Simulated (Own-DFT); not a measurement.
# Computed records: Hf16O31 (monoclinic hafnia with two neutral oxygen vacancies, atoms displaced), Hf32O63 (monoclinic hafnia with one neutral oxygen vacancy, atoms displaced)

All values are calculated (Own-DFT development build). A calculation, not a measurement: plane-wave PBE and HSE06 DFT by an unreviewed code, no spin, of a simulated cell at Gamma alone, so results move with cell size and shape, stress positive in tension, energies less offsets, not probed for a lower state with spin; hafnium file: forces about 75 meV/angstrom off all-electron values; oxygen file: force components 24 meV/angstrom off all-electron in a glass; k mesh not checked against a denser one; forces and stress are PBE's, HSE06 gives the energy alone, and its difference from PBE has offsets of its own; offsets are fitted by least squares, one for each functional and potential file, so energies compare only between cells with the same atoms and settings and are not formation energies; the far tail of each file's local potential was reset to the Coulomb form; each entry is a single point on an unrelaxed cell, so the pressure reflects the starting lattice, mostly measured values, from which strain is counted, and rises with the displacements; printed positions are rounded, which can move forces by about a meV/angstrom; the program is a retired in-house code; no spin-orbit coupling.

Common to all runs: first functional PBE; second functional HSE06; exact exchange share 0.25; screening 0.11 1/bohr; exchange divergence Gygi-Baldereschi; potential files PseudoDojo norm-conserving, scalar-relativistic, made for PBE, standard set; wave cutoff 48 hartree; occupations fixed; k mesh 1 x 1 x 1 centred on Gamma.

(1) Hf16O31 (monoclinic hafnia with two neutral oxygen vacancies, atoms displaced)

```xyz
94
Lattice="10.2340 0.0000 0.0000 0.0000 10.3500 0.0000 -1.6955 0.0000 10.4453" Properties=species:S:1:pos:R:3 Hf16O31
Hf     1.2577     0.1761     1.1280
Hf     3.3570     2.7210     1.4888
Hf     2.9386     5.0562     4.1097
Hf     0.8213     2.4406     3.5922
O      0.0484     1.6924     1.8588
O      4.6582     4.3450     0.8975
O      4.2385     3.4821     3.4115
O     -0.2670     0.7380     4.4111
O      1.8936     3.7924     2.3969
O      2.7829     1.3431     0.1218
O      2.2911     1.2840     2.6709
O      1.6306     3.9853     5.1298
Hf     0.3543     0.2091     6.2813
Hf     2.5478     2.8321     6.7834
Hf     2.2187     4.8567     9.3050
Hf    -0.1788     2.3820     8.8774
O     -0.6755     1.6636     7.0848
O      3.8676     4.2979     6.0307
O      3.4072     3.4281     8.6242
O     -1.2746     0.9053     9.6151
O      0.9968     3.9205     7.6685
O      1.9750     1.3977     5.3638
O      1.5819     1.1926     7.7905
O      0.6400     3.9248    10.2893
Hf     1.1139     5.3861     1.0747
Hf     3.4612     7.9855     1.4949
Hf     2.9034    10.1482     4.0226
Hf     0.8323     7.7711     3.7526
O      0.1502     6.8311     1.8025
O      4.5904     9.3801     0.7009
O      4.1753     8.6103     3.4706
O     -0.3967     6.1238     4.4352
O      1.7933     9.1069     2.4398
O      2.6857     6.6396     0.0136
O      2.3863     6.4327     2.7243
O      1.5551     9.0749     5.1688
Hf     0.4331     5.2354     6.2657
Hf     2.7138     8.0991     6.7461
Hf     2.2109    10.2295     9.3669
Hf    -0.0934     7.6312     8.9168
O     -0.7482     6.9839     7.0993
O      3.7677     9.6279     5.9819
O      3.3468     8.4988     8.7297
O     -1.1128     6.1101     9.6277
O      1.0141     9.1027     7.8691
O      1.7774     6.5911     5.3625
O      1.4570     6.3782     7.9356
O      0.7173     8.9098    10.3333
Hf     6.3449     0.0910     1.1641
Hf     8.7136     2.9146     1.5406
Hf     8.0495     4.9497     4.3307
Hf     5.9317     2.2872     3.5605
O      5.2129     1.7257     1.7494
O      9.8254     4.2556     0.9227
O      9.3780     3.5288     3.4658
O      4.6968     0.9004     4.3190
O      6.3005     1.1754    10.4208
O      7.4907     1.3197     2.7423
O      6.5559     3.7855     5.0580
Hf     5.3333     0.2336     6.2039
Hf     7.8098     2.8613     6.8392
Hf     7.3669     5.0171     9.3225
Hf     5.0696     2.4093     8.9322
O      4.3076     1.6917     7.1095
O      9.0059     4.2693     6.0229
O      8.5431     3.5021     8.6156
O      3.9773     0.7629     9.6478
O      6.1747     4.0460     7.9277
O      7.1378     1.2856     5.2177
O      6.6273     1.1537     7.9632
Hf     6.3745     5.3966     1.1479
Hf     8.7551     7.8899     1.4911
Hf     8.0838    10.1396     4.1667
Hf     6.0352     7.4668     3.8535
O      5.3304     6.8329     1.8019
O      9.7419     9.5180     0.8962
O      9.1908     8.6678     3.3238
O      4.8727     5.9626     4.4580
O      7.0233     9.0103     2.4306
O      7.9607     6.4804     0.0583
O      7.6290     6.4251     2.6768
O      6.5421     9.0795     5.1316
Hf     5.5313     5.4103     6.2363
Hf     7.7195     8.0748     6.8504
Hf     7.1616    10.2103     9.3834
Hf     4.9804     7.5952     8.7798
O      4.3108     6.8139     7.0262
O      8.7984     9.4821     6.0885
O      8.4088     8.6878     8.6562
O      3.8316     5.9808     9.5483
O      6.2869     8.9646     7.7111
O      7.1184     6.4935     5.2821
O      6.6550     6.4189     7.9233
O      5.7565     9.1284    10.3120
```

- PBE energy of cell above offsets: -79.982 eV
- HSE06 less PBE above offsets: 1.017 eV
- PBE pressure: 8.4 GPa
- PBE stress xx: -10.02 GPa
- PBE stress yy: -8.02 GPa
- PBE stress zz: -7.18 GPa
- PBE stress yz: 0.2 GPa
- PBE stress xz: 0.3 GPa
- PBE stress xy: 0.26 GPa

Force:
```
element  x (eV/Å)  y (eV/Å)  z (eV/Å)
     Hf    -2.082     0.511    -2.969
     Hf     3.196     2.938     0.087
     Hf     3.395    -0.871    -0.312
     Hf    -0.923     -0.57     2.193
      O      0.34    -0.393    -0.358
      O    -0.757    -1.153    -0.745
      O    -1.073     0.311     -0.28
      O    -0.187     0.643    -0.519
      O    -0.806     1.457     1.123
      O     0.018    -0.817    -1.016
      O     1.318     -1.33     0.214
      O    -1.832    -1.847    -0.462
     Hf     0.663    -0.959     0.607
     Hf     1.944    -0.676    -1.194
     Hf    -0.911     3.292     1.195
     Hf     3.502    -1.498     2.297
      O    -2.764     1.787     -0.92
      O    -0.585     -0.19     0.375
      O    -0.815    -0.207     0.079
      O     0.918     0.211     0.742
      O     0.558    -1.853     0.854
      O    -0.197    -0.019    -1.396
      O     0.208     0.623     1.769
      O     -0.48    -1.599     0.048
     Hf     5.164     0.727    -1.144
     Hf     0.433     -2.67    -0.771
     Hf     2.563     1.109     1.051
     Hf    -2.552    -4.498     0.328
      O    -1.046      2.12     1.188
      O     1.597     1.266     1.389
      O    -0.546     0.225    -0.068
      O     0.048    -0.045    -0.245
      O     0.943    -0.394     1.275
      O      1.67    -1.441     2.306
      O    -0.129     0.425     0.316
      O    -0.628     0.107    -0.419
     Hf     0.257     6.359     0.886
     Hf    -2.872    -2.823     1.217
     Hf     -0.98    -1.283    -0.428
     Hf     1.406    -0.871    -0.887
      O    -0.796    -1.021    -1.354
      O     -2.35    -2.269     0.288
      O    -2.139      2.37    -1.536
      O    -2.967    -2.556     0.776
      O     1.312     0.921    -2.279
      O     2.411     0.876    -0.517
      O     1.186     -0.48     -0.23
      O    -0.958     3.425     1.279
     Hf     0.995     0.453     -1.54
     Hf    -3.707     -2.83     0.499
     Hf     2.703     0.948    -4.468
     Hf    -0.518     2.353     1.446
      O    -0.869    -0.622    -0.615
      O    -0.196     1.241    -2.223
      O    -0.152    -0.241    -0.094
      O    -0.614    -0.901     0.503
      O    -2.076     4.676     3.743
      O       0.9    -1.292    -1.215
      O     0.286    -0.027     1.719
     Hf     4.656      2.16     0.775
     Hf    -2.146     -2.09    -1.678
     Hf    -1.581     1.831     0.835
     Hf     1.497    -1.649     0.674
      O    -0.153     0.504    -0.618
      O    -2.227    -1.754     0.696
      O    -1.007     0.657    -0.181
      O    -0.399     0.766    -0.319
      O     0.317    -1.883    -1.662
      O    -0.786      1.27     1.747
      O    -0.235      2.24    -2.145
     Hf     0.662    -0.564    -1.499
     Hf    -2.925     0.607    -0.884
     Hf      0.47      0.52    -0.769
     Hf    -0.404     1.731    -3.986
      O    -2.229     2.181     1.203
      O     1.024     0.223    -0.372
      O     2.734    -0.955     1.577
      O    -1.483     0.883    -1.406
      O    -0.754     0.433     1.058
      O    -0.158    -0.291     0.028
      O    -0.818    -1.024     1.327
      O    -0.582     -1.21     -0.54
     Hf    -0.472    -1.752     2.497
     Hf     2.307    -3.337    -0.917
     Hf     2.645    -2.736     -1.38
     Hf     3.584    -2.522     3.352
      O    -0.898     1.549    -1.152
      O      2.07      1.86    -1.205
      O     1.009    -0.042     1.026
      O     1.645     0.601     0.666
      O    -4.737     2.468     0.687
      O     0.085     0.654     1.483
      O     0.155    -0.146    -0.623
      O    -1.291    -2.313     0.117
```

(2) Hf32O63 (monoclinic hafnia with one neutral oxygen vacancy, atoms displaced)

```xyz
95
Lattice="10.2340 0.0000 0.0000 0.0000 10.3500 0.0000 -1.6955 0.0000 10.4453" Properties=species:S:1:pos:R:3 Hf32O63
Hf     1.3460     0.3199     1.0655
Hf     3.5729     2.7379     1.4804
Hf     2.9413     4.8647     4.2719
Hf     0.8573     2.3879     3.7504
O      0.1483     1.8067     1.8258
O      4.5987     4.4445     0.7724
O      4.1749     3.5570     3.3556
O     -0.5183     0.8711     4.2336
O      2.0168     3.8437     2.5731
O      2.8102     1.4394     0.0087
O      2.3416     1.2916     2.6936
O      1.5620     3.8936     5.0018
Hf     0.4450     0.1624     6.3517
Hf     2.6905     2.7749     6.7302
Hf     2.2013     5.0762     9.3742
Hf    -0.0622     2.4644     8.7817
O     -0.7692     1.5816     7.0823
O      3.7256     4.3590     5.9631
O      3.2400     3.4577     8.5867
O     -1.2236     0.9328     9.5975
O      1.0897     3.9271     7.7540
O      1.8949     1.3125     5.2751
O      1.5994     1.2377     7.9979
O      0.6333     3.8625    10.3322
Hf     1.3010     5.4032     1.1025
Hf     3.5172     7.9562     1.4872
Hf     3.0706    10.1346     4.0550
Hf     0.9049     7.5356     3.6291
O     -0.0653     6.9538     1.7942
O      4.5682     9.4916     0.7424
O      4.2599     8.5840     3.4832
O     -0.2249     5.9023     4.4140
O      1.8356     9.0178     2.5491
O      2.9484     6.5749     0.1424
O      2.3015     6.3817     2.6143
O      1.5697     9.0936     5.2677
Hf     0.3132     5.3799     6.2836
Hf     2.7079     7.9748     6.7711
Hf     2.0523    10.1376     9.3132
Hf    -0.0258     7.5610     9.0602
O     -0.7751     7.0448     7.1043
O      3.6596     9.4417     5.9819
O      3.3008     8.6985     8.5439
O     -1.2287     6.0736     9.6351
O      1.1788     9.1118     7.6384
O      1.9602     6.4547     5.2960
O      1.5116     6.4717     7.8287
O      2.1812     9.1659     0.0150
Hf     6.3171     0.2322     1.2266
Hf     8.5430     2.7364     1.4661
Hf     8.1105     4.9887     4.1550
Hf     6.0031     2.2846     3.6415
O      9.6494     4.2814     0.9151
O      9.3755     3.4916     3.4635
O      4.7137     0.8407     4.4914
O      6.9875     3.8148     2.4946
O      7.9497     1.2578     0.0935
O      7.5128     1.2751     2.8384
O      6.5528     3.7009     5.1261
Hf     5.4815     0.1385     6.4132
Hf     7.4942     2.6567     6.7125
Hf     7.3863     5.0772     9.4279
Hf     5.1217     2.4328     8.8520
O      4.4784     1.6783     7.0418
O      8.8440     4.2038     6.0465
O      8.5149     3.4236     8.6588
O      4.0407     0.8885     9.5288
O      6.2191     3.8450     7.8279
O      7.0668     1.1818     5.3971
O      6.5342     1.1021     7.8361
O      5.8891     3.7656    10.4217
Hf     6.2984     5.4017     1.1705
Hf     8.6037     7.9243     1.7157
Hf     8.0721    10.1528     4.0602
Hf     5.9087     7.6227     3.5651
O      5.2325     6.8360     1.7929
O      9.6617     9.5152     0.8023
O      9.3293     8.7144     3.5643
O      4.7960     6.0842     4.4492
O      7.0814     9.1524     2.5323
O      6.1437     6.5079    10.4306
O      7.5153     6.4410     2.6321
O      6.5580     9.0205     5.0563
Hf     5.4613     5.4110     6.2555
Hf     7.6423     7.9102     6.6268
Hf     7.3054    10.0797     9.4094
Hf     5.0685     7.3863     8.9215
O      4.3189     6.8737     7.0818
O      8.7350     9.5529     6.0087
O      8.4115     8.6920     8.5482
O      4.0270     6.0070     9.5060
O      6.1485     8.9862     7.7293
O      7.1226     6.5173     5.3316
O      6.7508     6.4347     7.9527
O      5.8163     8.9422    10.4386
```

* PBE energy of cell above offsets: -81.957 eV
* HSE06 less PBE above offsets: 0.514 eV
* PBE pressure: 7.3 GPa
* PBE stress xx: -8.22 GPa
* PBE stress yy: -7.33 GPa
* PBE stress zz: -6.34 GPa
* PBE stress yz: -0.37 GPa
* PBE stress xz: -0.7 GPa
* PBE stress xy: 0.15 GPa

Force:
```
element  x (eV/Å)  y (eV/Å)  z (eV/Å)
     Hf    -4.119     0.943     0.156
     Hf    -1.235     1.853      0.92
     Hf      2.78     3.783    -5.405
     Hf    -2.824    -0.835    -1.755
      O    -0.502    -0.232     -0.82
      O    -0.006    -1.188     0.511
      O     2.788    -2.294    -0.273
      O     2.323     0.976     1.224
      O    -1.293     0.921    -1.918
      O     0.654    -0.743     1.162
      O     1.943    -1.017    -0.254
      O    -3.633    -2.715     3.587
     Hf    -2.432    -0.339    -1.515
     Hf    -0.789    -0.679      0.79
     Hf    -0.364    -2.048    -2.113
     Hf    -0.033    -1.349     1.328
      O    -0.861     1.201    -0.908
      O     1.736     -1.25      2.73
      O     2.001     -0.13     0.462
      O     0.389    -0.481     1.036
      O    -0.321     0.539    -1.645
      O     0.615     0.693      0.85
      O     0.189     0.573    -1.726
      O    -0.009     1.593     0.533
     Hf    -1.468     -3.07     0.723
     Hf    -0.917     1.332      1.45
     Hf     -1.14     0.152     2.061
     Hf    -1.584     0.812     2.563
      O     4.157    -2.675     0.174
      O     0.826     0.141      1.19
      O    -1.498     0.477    -1.763
      O    -1.696      0.84    -0.953
      O     1.444     0.717    -0.653
      O    -1.068    -0.018    -0.968
      O     0.822     0.387     0.253
      O     -1.47    -1.563    -3.258
     Hf    -0.408      0.82     1.283
     Hf    -2.534    -0.278    -1.208
     Hf     2.626     0.781    -0.612
     Hf    -1.885     1.761    -4.203
      O     0.805     -1.86    -0.712
      O     3.252     1.932    -0.132
      O     1.419     -0.65     2.138
      O     2.571     0.876     1.398
      O    -2.223    -0.019      2.43
      O     0.207     1.017    -0.102
      O    -0.286    -0.717     2.341
      O     1.336    -2.684     -1.99
     Hf     0.927    -0.365     -4.25
     Hf     1.846    -0.132     1.204
     Hf     2.013    -2.399    -0.021
     Hf    -2.596     1.439      2.02
      O     2.916     2.548    -0.521
      O    -1.089      0.53     0.022
      O     0.591      0.87    -1.183
      O     -0.49     1.329     0.242
      O    -0.762     0.675     1.265
      O    -1.039     0.606    -2.807
      O    -0.441     1.154    -0.033
     Hf      0.19    -2.781    -1.907
     Hf     3.906     0.521     0.798
     Hf      -2.2    -3.243    -0.455
     Hf    -0.519    -1.158     2.757
      O    -3.371     2.615    -0.983
      O     0.145     0.796    -0.114
      O    -1.618     1.478     -0.14
      O    -1.906     -1.06     1.774
      O     -0.84     1.434    -1.534
      O    -0.841     0.969    -0.891
      O     1.864     1.492     2.248
      O    -2.092     0.742    -1.522
     Hf     3.314    -2.779    -2.379
     Hf    -1.358      3.74    -3.594
     Hf     2.165    -0.596     4.106
     Hf     1.455    -0.973     3.718
      O     -2.16     2.278     -0.22
      O     2.029     0.211     1.303
      O     1.339    -2.822    -1.403
      O     0.316     0.151    -0.145
      O    -2.139    -0.288    -0.586
      O     1.025    -1.102     2.212
      O    -0.439    -1.045     1.404
      O    -1.346    -1.125    -0.366
     Hf     0.771     0.062     0.243
     Hf     2.013     3.579     2.439
     Hf    -0.104    -0.276    -0.103
     Hf     3.094     6.308    -0.576
      O     1.397    -1.675    -0.966
      O     1.437    -0.349     0.437
      O      2.29    -1.275     1.187
      O    -3.712    -3.513     2.035
      O    -0.897     0.142     -0.58
      O    -0.635    -1.849    -1.551
      O     -0.97    -0.903    -0.633
      O    -1.763    -0.251    -0.351
```
